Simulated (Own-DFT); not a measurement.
# Computed records: SiC (4H silicon carbide, atoms displaced)

Computed with Own-DFT development build. A calculation, not a measurement: plane-wave PBE density functional theory by an unreviewed code, no spin, of a simulated periodic cell, stress positive in tension, free energy of the whole cell less one offset for each atom, forces on such cells passed a denser k mesh, this cell's mesh not checked; offsets are fitted by least squares, one for each functional and potential file, so energies compare only between cells with the same atoms and settings and are not formation energies; the far tail of each file's local potential was reset to the Coulomb form; each entry is a single point on an unrelaxed cell, so the pressure reflects the starting lattice, mostly measured values (interpolated for alloys), from which strain is counted, and rises with the displacements; printed positions are rounded, which can move forces by about a meV/angstrom; the program, named Own-DFT, is a retired in-house code; no spin-orbit coupling.

Common to all runs: functional PBE; potential files PseudoDojo norm-conserving, scalar-relativistic, standard set; wave cutoff 42 hartree; occupations Fermi-Dirac; smearing width 0.1 eV; hardware one NVIDIA H100; k mesh 5 x 5 x 3 centred on Gamma.

(1) 
```xyz
32
Lattice="6.1654 0.0000 0.0000 -3.0827 5.3394 0.0000 0.0000 0.0000 10.0681" Properties=species:S:1:pos:R:3:force_x:R:1:force_y:R:1:force_z:R:1 formula=SiC free_energy_of_cell_above_offsets=-4.648 pressure=3.65 stress_xx=-4.52 stress_yy=-2.3 stress_zz=-4.12 stress_yz=-0.07 stress_xz=0.03 stress_xy=-0.11 wall_time=123.5
Si     3.0541     5.2915     4.0849      0.986      0.877      0.323
Si     0.0200     1.8137     1.5691     -0.413     -1.553      0.684
C     -3.0263     5.3306     0.9406     -1.544      0.194     -0.138
C      0.0350     1.7510     3.4933     -0.277      0.344       -0.3
Si    -1.4881     2.6715     4.0919     -0.728      0.014     -0.509
Si    -1.5108     4.4476     1.5834     -0.948     -0.335     -0.064
C     -1.5367     2.6623     0.9798     -0.054      0.009     -0.753
C     -1.5187     4.4671     3.4554     -0.213      -0.55      0.456
Si     3.0736     0.0023     4.1176      0.436       0.26     -1.265
Si     3.1000     1.7847     1.6289      -0.27     -0.488     -0.658
C     -0.0205     5.2930     0.9471      0.757      1.401       0.05
C      3.0455     1.8144     3.4865      1.757     -0.843      0.398
Si     1.5766     2.6613     4.1309     -1.136       0.61     -1.462
Si     1.4908     4.4418     1.5337      1.913     -0.504      0.553
C      1.5467     2.5992     0.9860      0.496      1.633     -1.225
C      1.5473     4.4570     3.4285     -0.805     -0.413      0.777
Si     6.1281     0.0021     9.1106       1.32      0.375     -0.084
Si     3.0266     3.4774     6.6330      1.637      2.602     -0.343
C      0.0549     0.0497     5.9964     -1.367     -1.541     -0.526
C      3.0515     3.5654     8.5035      0.455     -0.331      0.075
Si     4.6118     2.6706     9.1084      0.438        0.4      0.307
Si     4.5932     0.9225     6.5464      1.778     -0.652      0.878
C     -1.5371     2.6855     5.9681     -0.448      0.046     -0.054
C      4.6273     0.9060     8.4585     -0.226      0.147      0.348
Si     3.1396     0.0258     9.1598     -1.508      -0.46     -1.291
Si     0.0238     3.5604     6.5310     -0.601      -0.25      2.028
C      0.0099     5.3293     5.9716      0.579      0.042     -0.541
C      0.0189     3.5635     8.4812     -0.291      0.278     -0.033
Si     1.5462     2.6681     9.1091      -0.47     -0.664      0.643
Si     1.6163     0.8897     6.5562     -1.745     -0.205      1.618
C      1.5431     2.6620     5.9615      0.038     -0.134      0.077
C      1.5457     0.8956     8.4789      0.455     -0.309      0.031
```

Units: free_energy_of_cell_above_offsets in eV; pressure, stress_xx, stress_yy, stress_zz, stress_yz, stress_xz, stress_xy in GPa; wall_time in s; force_x, force_y, force_z in eV/Å.

(2) 
```xyz
32
Lattice="6.1654 0.0000 0.0000 -3.0827 5.3394 0.0000 0.0000 0.0000 10.0681" Properties=species:S:1:pos:R:3:force_x:R:1:force_y:R:1:force_z:R:1 formula=SiC free_energy_of_cell_above_offsets=-4.714 pressure=3.73 stress_xx=-3.16 stress_yy=-3.01 stress_zz=-5.03 stress_yz=-0.72 stress_xz=0.6 stress_xy=-0.99 wall_time=115.3
Si     6.1398     0.0098     4.0683       0.79     -0.962      0.398
Si     0.0425     1.7496     1.6307     -1.345      0.974     -2.065
C     -0.0076     0.0325     0.8938      0.393     -0.486      0.842
C     -0.0152     1.7595     3.4428       1.14      0.014      1.256
Si    -1.4851     2.6301     4.1045     -1.471      0.735      0.049
Si    -1.5535     4.4638     1.5898     -0.102     -0.696     -0.481
C      4.5959     2.6903     0.9276       0.64     -0.453      0.861
C     -1.4648     4.4414     3.4677     -2.501     -0.607     -0.144
Si    -0.0331     5.3206     4.0641      1.382      1.027      0.883
Si     3.0704     1.7920     1.5669       0.55     -0.445     -0.188
C     -0.0105     5.2833     0.9333     -0.135      1.396      0.713
C      3.0819     1.7692     3.4353      0.522       0.07      0.741
Si     1.5823     2.6629     4.1037     -0.579     -0.021     -0.593
Si     1.5474     4.4940     1.5435      0.067     -1.103      0.307
C      1.5370     2.6563     0.9876      0.191      0.439     -0.688
C      1.5172     4.4397     3.4419      0.559      0.158      0.332
Si     3.0944     5.3094     9.0755     -1.041      1.956      0.758
Si     3.0817     3.5405     6.6045      0.193      0.387      0.274
C     -3.0636     5.3306     5.9735     -0.196     -0.137     -0.078
C      3.0158     3.6039     8.5229      1.339      -1.51      -0.88
Si    -1.5361     2.6797     9.1344     -0.664        0.1     -0.116
Si     4.6312     0.8494     6.5974     -0.116      0.854      0.531
C      4.6278     2.6574     6.0171        0.4     -0.173     -0.973
C      4.6200     0.9542     8.4921     -0.342      -1.85      0.258
Si    -0.0227     5.3064     9.1793      0.755       0.21     -1.862
Si     0.0398     3.5471     6.5804      -1.17      0.691      0.988
C      3.0684     0.0424     5.9824      0.254     -1.155     -0.418
C     -0.0391     3.5210     8.5058      1.503      0.711     -0.175
Si     1.5923     2.6273     9.1500     -1.968      0.788      0.206
Si     1.5431     0.8715     6.6636      0.008      0.466     -1.311
C      1.5449     2.6822     5.9792      0.324     -0.787       -0.1
C      1.5288     0.8919     8.4974      0.619     -0.593      0.675
```

Units: free_energy_of_cell_above_offsets in eV; pressure, stress_xx, stress_yy, stress_zz, stress_yz, stress_xz, stress_xy in GPa; wall_time in s; force_x, force_y, force_z in eV/Å.

(3) 
```xyz
32
Lattice="6.1654 0.0000 0.0000 -3.0827 5.3394 0.0000 0.0000 0.0000 10.0681" Properties=species:S:1:pos:R:3:force_x:R:1:force_y:R:1:force_z:R:1 formula=SiC free_energy_of_cell_above_offsets=-4.703 pressure=3.73 stress_xx=-5.49 stress_yy=-2.74 stress_zz=-2.97 stress_yz=-0.46 stress_xz=0.01 stress_xy=0.77 wall_time=126.6
Si     3.0469     5.3151     4.0654      0.112       0.48      1.382
Si    -0.0495     1.8135     1.6268      1.454     -0.898     -0.091
C     -0.0144     0.0456     0.9413      0.355      -0.76      0.941
C      0.0183     1.7638     3.5378     -1.066      0.511     -1.157
Si     4.5936     2.6749     4.1046      0.799      0.768      0.306
Si    -1.5064     4.4291     1.5794     -1.331        0.9      0.332
C     -1.5283     2.6682     0.9649     -0.504       0.27      0.036
C     -1.5912     4.5175     3.4816      1.438     -1.513     -0.482
Si     3.1038     0.0066     4.0985     -0.721     -0.276      0.105
Si     3.0768     1.7978     1.5489      0.236     -1.349       0.63
C     -0.0041     5.2592     0.9334      0.572      1.548     -0.126
C      3.0677     1.7926     3.5266      1.008     -0.625     -1.833
Si     1.5704     2.6423     4.0369     -1.134      0.885      2.097
Si     1.5565     4.3995     1.5278      0.008      1.167      0.882
C      1.5639     2.6609     0.9347     -0.892     -0.487      0.208
C      1.5279     4.4307     3.4754     -0.085     -0.124     -0.924
Si     3.0482     5.3353     9.1741      0.703      0.353     -1.352
Si     3.0549     3.5283     6.6436      1.004      0.907     -0.029
C     -3.0502     5.3269     5.9963     -0.908     -0.227     -0.348
C      3.0898     3.5474     8.5370     -0.093      0.281      0.242
Si    -1.4687     2.7255     9.1563     -1.648     -0.684     -0.417
Si     4.6260     0.8758     6.6330      0.837      0.827     -0.406
C     -1.5419     2.7001     5.9753     -0.092     -0.791      0.437
C      4.6266     0.9643     8.5197      0.139     -1.007      0.104
Si     3.0972     0.0174     9.0917     -0.037     -0.226      0.439
Si     0.0444     3.5024     6.5915     -1.634      1.587      0.502
C      3.1165     0.0295     5.9768     -0.232     -1.108       0.22
C      0.0360     3.5227     8.5122      -0.23      1.504     -0.691
Si     1.5082     2.6546     9.1186      1.648     -0.513      0.139
Si     1.5593     0.8757     6.5856       -0.2      0.069      0.685
C      1.5269     2.6844     6.0367      1.099     -1.151     -1.833
C      1.5557     0.8825     8.5006     -0.606     -0.318      0.002
```

Units: free_energy_of_cell_above_offsets in eV; pressure, stress_xx, stress_yy, stress_zz, stress_yz, stress_xz, stress_xy in GPa; wall_time in s; force_x, force_y, force_z in eV/Å.
